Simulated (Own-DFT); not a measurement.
# Computed records: GaN (wurtzite, atoms displaced)

All values are calculated (Own-DFT development build). A calculation, not a measurement: plane-wave PBE density functional theory by an unreviewed code, no spin, of a simulated periodic cell, stress positive in tension, free energy of the whole cell less one offset for each atom, forces on such cells passed a denser k mesh, this cell's mesh not checked; offsets are fitted by least squares, one for each functional and potential file, so energies compare only between cells with the same atoms and settings and are not formation energies; the far tail of each file's local potential was reset to the Coulomb form; each entry is a single point on an unrelaxed cell, so the pressure reflects the starting lattice, mostly measured values (interpolated for alloys), from which strain is counted, and rises with the displacements; printed positions are rounded, which can move forces by about a meV/angstrom; the program, named Own-DFT, is a retired in-house code; no spin-orbit coupling.

Settings shared by all entries: functional PBE; potential files PseudoDojo norm-conserving, scalar-relativistic, standard set; wave cutoff 42 hartree; occupations Fermi-Dirac; smearing width 0.1 eV; hardware one NVIDIA H200; k mesh 3 x 4 x 3 centred on Gamma.

(1) 
```cif
# cell vector a (Å): 12.7560 0.0000 0.0000
# cell vector b (Å): -4.7835 8.2853 0.0000
# cell vector c (Å): 0.0000 0.0000 10.3700
data_GaN
_symmetry_space_group_name_H-M 'P 1'
_symmetry_Int_Tables_number 1
_cell_length_a 12.7560
_cell_length_b 9.5670
_cell_length_c 10.3700
_cell_angle_alpha 90.000
_cell_angle_beta 90.000
_cell_angle_gamma 120.000
_cell_volume 1095.98
loop_
_atom_site_label
_atom_site_type_symbol
_atom_site_fract_x
_atom_site_fract_y
_atom_site_fract_z
_atom_site_occupancy
Ga1 Ga 0.08281 0.22401 0.00096 1
Ga2 Ga 0.16589 0.11096 0.24743 1
N1 N 0.08192 0.21985 0.18580 1
N2 N 0.16664 0.10994 0.43914 1
Ga3 Ga 0.08332 0.22426 0.50430 1
Ga4 Ga 0.16789 0.11279 0.75301 1
N3 N 0.08515 0.22384 0.68754 1
N4 N 0.16504 0.10758 0.93964 1
Ga5 Ga 0.08253 0.55484 0.00292 1
Ga6 Ga 0.16422 0.43972 0.24990 1
N5 N 0.08814 0.55850 0.18863 1
N6 N 0.16816 0.44510 0.43777 1
Ga7 Ga 0.08509 0.55557 0.50154 1
Ga8 Ga 0.16736 0.44613 0.74888 1
N7 N 0.08594 0.55296 0.69033 1
N8 N 0.16714 0.44513 0.93703 1
Ga9 Ga 0.08248 0.89343 0.99668 1
Ga10 Ga 0.16692 0.78252 0.25122 1
N9 N 0.08334 0.89067 0.19314 1
N10 N 0.16917 0.77869 0.43601 1
Ga11 Ga 0.08192 0.88471 0.49933 1
Ga12 Ga 0.16525 0.77689 0.74914 1
N11 N 0.08117 0.88810 0.68649 1
N12 N 0.16765 0.78066 0.93726 1
Ga13 Ga 0.33240 0.22237 0.00110 1
Ga14 Ga 0.41858 0.11219 0.25240 1
N13 N 0.33344 0.22086 0.18806 1
N14 N 0.41503 0.10779 0.44151 1
Ga15 Ga 0.33260 0.21973 0.49792 1
Ga16 Ga 0.41767 0.10861 0.74665 1
N15 N 0.33626 0.22060 0.68658 1
N16 N 0.41584 0.11042 0.93760 1
Ga17 Ga 0.33338 0.55652 0.00560 1
Ga18 Ga 0.41352 0.44122 0.25167 1
N17 N 0.33085 0.55528 0.18512 1
N18 N 0.41780 0.44876 0.43709 1
Ga19 Ga 0.33165 0.55448 0.50026 1
Ga20 Ga 0.41740 0.44589 0.74821 1
N19 N 0.32950 0.54912 0.68779 1
N20 N 0.41785 0.44353 0.93731 1
Ga21 Ga 0.33662 0.88850 0.99746 1
Ga22 Ga 0.41769 0.77720 0.25080 1
N21 N 0.33213 0.89239 0.18742 1
N22 N 0.41546 0.77864 0.43689 1
Ga23 Ga 0.33256 0.88440 0.50187 1
Ga24 Ga 0.41751 0.77487 0.75157 1
N23 N 0.33394 0.89222 0.68945 1
N24 N 0.41536 0.77331 0.94245 1
Ga25 Ga 0.58357 0.22261 0.00029 1
Ga26 Ga 0.66465 0.11056 0.24971 1
N25 N 0.58082 0.22204 0.18976 1
N26 N 0.66896 0.11309 0.43743 1
Ga27 Ga 0.58331 0.22418 0.50095 1
Ga28 Ga 0.66584 0.10958 0.75110 1
N27 N 0.58246 0.21920 0.68701 1
N28 N 0.66747 0.11397 0.93977 1
Ga29 Ga 0.58616 0.55493 0.99716 1
Ga30 Ga 0.66411 0.44207 0.24965 1
N29 N 0.58103 0.55351 0.18655 1
N30 N 0.66637 0.44449 0.43634 1
Ga31 Ga 0.58281 0.55454 0.49883 1
Ga32 Ga 0.66543 0.44102 0.74743 1
N31 N 0.58143 0.55670 0.68731 1
N32 N 0.66754 0.44800 0.94044 1
Ga33 Ga 0.58403 0.88595 0.00012 1
Ga34 Ga 0.66812 0.77897 0.24777 1
N33 N 0.58285 0.89223 0.19327 1
N34 N 0.66948 0.77928 0.44218 1
Ga35 Ga 0.58321 0.89032 0.50148 1
Ga36 Ga 0.66615 0.77886 0.74906 1
N35 N 0.57924 0.88337 0.68642 1
N36 N 0.66462 0.77662 0.94283 1
Ga37 Ga 0.83657 0.22453 0.00151 1
Ga38 Ga 0.91906 0.11240 0.24451 1
N37 N 0.83304 0.22264 0.19134 1
N38 N 0.91771 0.11166 0.43781 1
Ga39 Ga 0.83359 0.22047 0.50155 1
Ga40 Ga 0.91507 0.11149 0.75455 1
N39 N 0.83515 0.22231 0.68802 1
N40 N 0.91845 0.11571 0.93902 1
Ga41 Ga 0.83493 0.55426 0.99871 1
Ga42 Ga 0.91464 0.44108 0.24831 1
N41 N 0.83222 0.55230 0.18917 1
N42 N 0.91534 0.44648 0.43651 1
Ga43 Ga 0.83419 0.55466 0.50159 1
Ga44 Ga 0.91555 0.44732 0.75036 1
N43 N 0.83571 0.55641 0.69165 1
N44 N 0.91841 0.44408 0.93665 1
Ga45 Ga 0.83287 0.88942 0.00010 1
Ga46 Ga 0.91735 0.78129 0.24513 1
N45 N 0.83157 0.88830 0.18720 1
N46 N 0.91512 0.77671 0.43692 1
Ga47 Ga 0.83419 0.89269 0.49957 1
Ga48 Ga 0.91866 0.77821 0.75235 1
N47 N 0.83282 0.89216 0.68881 1
N48 N 0.91588 0.77806 0.93708 1
_calc_free_energy_of_cell_above_offsets '19.138'  # eV
_calc_pressure 5.95  # GPa
_calc_stress_xx -5.91  # GPa
_calc_stress_yy -5.53  # GPa
_calc_stress_zz -6.41  # GPa
_calc_stress_yz -0.04  # GPa
_calc_stress_xz 0.11  # GPa
_calc_stress_xy 0.03  # GPa
_calc_wall_time 1136  # s
```

Force:
```tsv
element	x (eV/Å)	y (eV/Å)	z (eV/Å)
Ga	0.503	0.247	-0.635
Ga	0.312	0.154	0.803
N	0.261	0.267	0.178
N	-0.347	0.117	-0.29
Ga	0.352	-0.447	-0.775
Ga	0.234	-0.035	-0.798
N	-0.312	-0.332	0.869
N	-0.278	1.098	-0.093
Ga	0.456	0.594	-0.499
Ga	0.101	0.605	0.071
N	-0.884	-0.36	0.251
N	-0.329	-0.286	-0.045
Ga	-0.45	-0.021	-0.431
Ga	0.175	-0.647	0.615
N	-1.09	0.482	-0.462
N	0.018	-0.04	0.327
Ga	0.728	-1.085	0.849
Ga	0.541	-0.439	-0.419
N	-0.202	-0.11	-1.249
N	-0.35	-0.354	0.739
Ga	-0.169	0.395	-0.299
Ga	0.171	0.181	0.176
N	0.411	0.169	0.352
N	-0.188	-0.324	0.231
Ga	0.451	-0.001	-0.316
Ga	-0.528	-0.462	0
N	-0.253	0.074	0.22
N	0.342	0.251	-0.323
Ga	-0.177	0.303	0.225
Ga	-0.457	0.467	0.719
N	-0.623	0.226	0.224
N	0.294	0.207	-0.156
Ga	0.221	-0.756	-1.344
Ga	0.146	0.456	-0.56
N	0.351	-0.197	1.434
N	-0.062	-0.629	0.271
Ga	0.331	0.303	-0.103
Ga	-0.105	-0.688	0.319
N	0.407	0.962	-0.065
N	-0.351	0.182	0.11
Ga	-0.883	0.216	0.487
Ga	-0.906	0.087	-0.264
N	0.649	-0.318	0.049
N	0.535	-0.317	0.416
Ga	-0.193	0.5	-0.109
Ga	-0.843	-0.293	0.041
N	0.378	-1.218	-0.032
N	0.47	0.493	-0.722
Ga	-0.469	0.061	0.037
Ga	0.12	0.433	0.28
N	0.58	0.022	-0.318
N	-0.457	-0.151	0.37
Ga	0.205	-0.346	-0.531
Ga	0.259	-0.007	-0.182
N	0.394	0.338	0.241
N	0.372	-0.463	-0.039
Ga	-0.985	-0.165	0.592
Ga	0.112	0.471	-0.144
N	0.031	0.29	0.243
N	0.061	-0.014	0.57
Ga	0.099	0.388	-0.061
Ga	-0.239	0.451	0.436
N	0.769	-0.103	0.119
N	0.756	-0.678	-0.802
Ga	-0.684	0.605	0.558
Ga	-0.523	-0.497	0.749
N	0.482	-0.546	-0.868
N	-0.622	-0.117	-0.721
Ga	0.134	-0.159	-0.784
Ga	0.283	-0.176	0.189
N	0.262	0.749	0.641
N	0.572	0.283	-0.924
Ga	-0.681	-0.068	0.072
Ga	-0.611	-0.309	1.109
N	0.091	-0.405	-0.676
N	0.065	0.331	-0.42
Ga	0.043	0.41	-0.495
Ga	0.617	0.196	-0.823
N	-0.604	0.103	0.382
N	-0.013	-0.713	0.374
Ga	-0.232	0.079	0.368
Ga	0.413	0.881	0.376
N	-0.136	0.462	-0.455
N	0.789	-0.366	0.458
Ga	-0.408	0.348	-0.377
Ga	1.054	-0.592	-0.142
N	-0.801	0.012	-0.466
N	-0.261	0.073	0.332
Ga	-0.039	0.036	-0.277
Ga	0	-0.857	0.843
N	0.289	0.364	-0.209
N	0.018	0.06	0.024
Ga	0.465	-0.309	0.123
Ga	-0.736	0.281	-0.649
N	0.354	-0.361	0.346
N	-0.046	0.004	0.54
```

(2) 
```cif
# cell vector a (Å): 12.7560 0.0000 0.0000
# cell vector b (Å): -4.7835 8.2853 0.0000
# cell vector c (Å): 0.0000 0.0000 10.3700
data_GaN
_symmetry_space_group_name_H-M 'P 1'
_symmetry_Int_Tables_number 1
_cell_length_a 12.7560
_cell_length_b 9.5670
_cell_length_c 10.3700
_cell_angle_alpha 90.000
_cell_angle_beta 90.000
_cell_angle_gamma 120.000
_cell_volume 1095.98
loop_
_atom_site_label
_atom_site_type_symbol
_atom_site_fract_x
_atom_site_fract_y
_atom_site_fract_z
_atom_site_occupancy
Ga1 Ga 0.08298 0.22280 0.99977 1
Ga2 Ga 0.16467 0.10737 0.25102 1
N1 N 0.08510 0.22337 0.18716 1
N2 N 0.16706 0.10935 0.44061 1
Ga3 Ga 0.08365 0.22306 0.50254 1
Ga4 Ga 0.16600 0.11141 0.74962 1
N3 N 0.08593 0.22587 0.68791 1
N4 N 0.16693 0.11029 0.93627 1
Ga5 Ga 0.08393 0.55436 0.00050 1
Ga6 Ga 0.16748 0.44689 0.25199 1
N5 N 0.08294 0.55510 0.18901 1
N6 N 0.16587 0.44540 0.44109 1
Ga7 Ga 0.08578 0.55508 0.50067 1
Ga8 Ga 0.16722 0.44781 0.75073 1
N7 N 0.08548 0.55512 0.68983 1
N8 N 0.16782 0.44685 0.94044 1
Ga9 Ga 0.08490 0.89050 0.00024 1
Ga10 Ga 0.16495 0.77450 0.25220 1
N9 N 0.08376 0.88904 0.18901 1
N10 N 0.16904 0.77837 0.43782 1
Ga11 Ga 0.08096 0.89275 0.49996 1
Ga12 Ga 0.16801 0.77817 0.74973 1
N11 N 0.08353 0.88815 0.69176 1
N12 N 0.16626 0.77762 0.94071 1
Ga13 Ga 0.33200 0.22179 0.00144 1
Ga14 Ga 0.41746 0.11035 0.25129 1
N13 N 0.33340 0.21749 0.18581 1
N14 N 0.41574 0.10825 0.43614 1
Ga15 Ga 0.33453 0.22190 0.50048 1
Ga16 Ga 0.41750 0.11045 0.75079 1
N15 N 0.33409 0.22276 0.68587 1
N16 N 0.41608 0.11135 0.93700 1
Ga17 Ga 0.33286 0.55437 0.99869 1
Ga18 Ga 0.41737 0.44456 0.25252 1
N17 N 0.33250 0.55404 0.18959 1
N18 N 0.41810 0.44661 0.43390 1
Ga19 Ga 0.33432 0.55699 0.49770 1
Ga20 Ga 0.41565 0.44418 0.74709 1
N19 N 0.33639 0.55588 0.68549 1
N20 N 0.41521 0.44702 0.94117 1
Ga21 Ga 0.33086 0.88720 0.00136 1
Ga22 Ga 0.41513 0.77325 0.24817 1
N21 N 0.33041 0.88587 0.18631 1
N22 N 0.41552 0.77694 0.43483 1
Ga23 Ga 0.33396 0.88889 0.49993 1
Ga24 Ga 0.41490 0.77897 0.75035 1
N23 N 0.33346 0.89032 0.68807 1
N24 N 0.42193 0.78067 0.93859 1
Ga25 Ga 0.58543 0.22238 0.00002 1
Ga26 Ga 0.66719 0.10880 0.25028 1
N25 N 0.58263 0.22512 0.18917 1
N26 N 0.66723 0.11197 0.43842 1
Ga27 Ga 0.58643 0.22592 0.50078 1
Ga28 Ga 0.66510 0.10929 0.75024 1
N27 N 0.58361 0.22201 0.69153 1
N28 N 0.66602 0.11361 0.93892 1
Ga29 Ga 0.58199 0.55847 0.99786 1
Ga30 Ga 0.66290 0.43975 0.24825 1
N29 N 0.58085 0.55113 0.18752 1
N30 N 0.67104 0.44697 0.43689 1
Ga31 Ga 0.58168 0.55771 0.49860 1
Ga32 Ga 0.66673 0.44453 0.75189 1
N31 N 0.58241 0.55366 0.69194 1
N32 N 0.67082 0.45111 0.93632 1
Ga33 Ga 0.58478 0.88699 0.99993 1
Ga34 Ga 0.66787 0.78276 0.25029 1
N33 N 0.58399 0.88849 0.19071 1
N34 N 0.66853 0.77634 0.43892 1
Ga35 Ga 0.58402 0.88939 0.50181 1
Ga36 Ga 0.66828 0.78176 0.74836 1
N35 N 0.58140 0.89066 0.68794 1
N36 N 0.66678 0.77734 0.93820 1
Ga37 Ga 0.83569 0.22377 0.99985 1
Ga38 Ga 0.91664 0.11156 0.25015 1
N37 N 0.83474 0.22394 0.18635 1
N38 N 0.91249 0.10810 0.43766 1
Ga39 Ga 0.83421 0.22208 0.50118 1
Ga40 Ga 0.91523 0.10706 0.74849 1
N39 N 0.83856 0.22426 0.68959 1
N40 N 0.91416 0.10818 0.94266 1
Ga41 Ga 0.83223 0.55280 0.00251 1
Ga42 Ga 0.91755 0.44520 0.24842 1
N41 N 0.83193 0.55186 0.18786 1
N42 N 0.91763 0.44394 0.44014 1
Ga43 Ga 0.83150 0.55001 0.49765 1
Ga44 Ga 0.91519 0.43912 0.75030 1
N43 N 0.83282 0.55399 0.69343 1
N44 N 0.91955 0.44484 0.93598 1
Ga45 Ga 0.83244 0.88798 0.99603 1
Ga46 Ga 0.91673 0.77553 0.25414 1
N45 N 0.83497 0.89001 0.19099 1
N46 N 0.91710 0.77864 0.43798 1
Ga47 Ga 0.83082 0.88285 0.49985 1
Ga48 Ga 0.91275 0.77377 0.75194 1
N47 N 0.83706 0.89316 0.68888 1
N48 N 0.91624 0.77721 0.93812 1
_calc_free_energy_of_cell_above_offsets '19.040'  # eV
_calc_pressure 5.97  # GPa
_calc_stress_xx -5.71  # GPa
_calc_stress_yy -5.81  # GPa
_calc_stress_zz -6.4  # GPa
_calc_stress_yz -0.28  # GPa
_calc_stress_xz -0.23  # GPa
_calc_stress_xy 0.18  # GPa
_calc_wall_time 1123  # s
```

Force:
```tsv
element	x (eV/Å)	y (eV/Å)	z (eV/Å)
Ga	0.219	-0.19	-0.031
Ga	0.291	0.55	-0.127
N	-0.173	0.022	0.436
N	-0.307	0.703	-0.32
Ga	-0.24	-0.269	-0.533
Ga	0.276	-0.046	-0.123
N	-0.329	-0.317	0.463
N	-0.309	0.303	0.285
Ga	-0.253	0.332	0.042
Ga	-0.004	-0.471	-0.144
N	0.086	-0.084	-0.061
N	0.603	-0.369	-0.431
Ga	-0.71	0.451	0.236
Ga	0.593	-0.256	0.018
N	-0.564	0.221	-0.185
N	0.019	-0.344	-0.432
Ga	-0.393	-0.262	-0.018
Ga	0.066	0.446	-0.304
N	-0.153	-0.454	0.047
N	-0.7	-0.047	0.475
Ga	0.989	-0.826	0.572
Ga	-0.396	-0.108	0.247
N	-0.388	-0.077	-0.513
N	0.098	-0.195	-0.454
Ga	0.286	0.139	-0.401
Ga	-0.231	-0.402	-0.563
N	-0.493	0.425	0.855
N	0.329	0.622	0.64
Ga	0.005	0.022	-0.359
Ga	-0.359	0.233	-0.024
N	0.049	-0.13	0.393
N	0.183	0.036	0.35
Ga	-0.074	0.53	0.462
Ga	-0.16	-0.536	-1.264
N	0.128	-0.14	-0.271
N	-0.146	-0.436	1.099
Ga	-0.086	-0.096	0.108
Ga	0.176	-0.152	0.759
N	-0.711	0.289	0.233
N	0.446	-0.563	-0.805
Ga	0.553	0.311	-0.314
Ga	-0.287	0.589	-0.117
N	0.485	0.133	0.545
N	0.446	0.236	0.517
Ga	-0.036	-0.052	-0.127
Ga	0.317	-0.283	0.072
N	0.131	-0.138	-0.057
N	-0.954	-0.4	-0.008
Ga	-0.862	0.448	-0.046
Ga	-0.27	0.646	-0.138
N	0.647	-1.06	-0.265
N	0.061	-0.115	0.176
Ga	-0.394	-0.377	0.004
Ga	0.409	0.551	0.13
N	0.068	0.13	-0.6
N	0.787	-0.451	-0.046
Ga	0.421	-0.635	0.332
Ga	0.292	0.893	0.147
N	0.084	0.947	0.044
N	-1.193	-0.326	0.106
Ga	0.749	-0.492	0.441
Ga	0.031	-0.026	-0.206
N	0.077	0.6	-0.754
N	-0.625	-0.806	0.686
Ga	-0.157	0.649	0.221
Ga	0.627	-0.941	-0.153
N	-0.339	0.014	-0.476
N	-0.813	0.178	0.05
Ga	-0.229	-0.075	-0.593
Ga	-0.161	-0.481	0.097
N	0.487	-0.242	0.089
N	-0.045	0.318	-0.374
Ga	-0.462	-0.025	-0.131
Ga	0.24	0.101	-0.16
N	-0.19	-0.223	0.369
N	0.764	0.077	0.344
Ga	-0.069	0.011	-0.111
Ga	0.525	1.052	0.688
N	-0.917	-0.883	-0.198
N	0.391	0.394	-0.97
Ga	0.44	0.488	-0.502
Ga	-0.112	-0.242	0.414
N	-0.113	0.326	0.429
N	0.166	0.031	-0.319
Ga	0.527	0.846	0.872
Ga	0.172	1.036	-0.021
N	0.112	-0.183	-1.091
N	-0.365	-0.08	0.562
Ga	0.419	-0.255	1.074
Ga	-0.2	0.063	-1.029
N	-0.104	-0.32	-0.522
N	0.007	-0.567	0.545
Ga	0.278	0.831	-0.002
Ga	0.815	0.271	-0.057
N	-0.455	-1.015	-0.312
N	0.158	-0.03	0.387
```
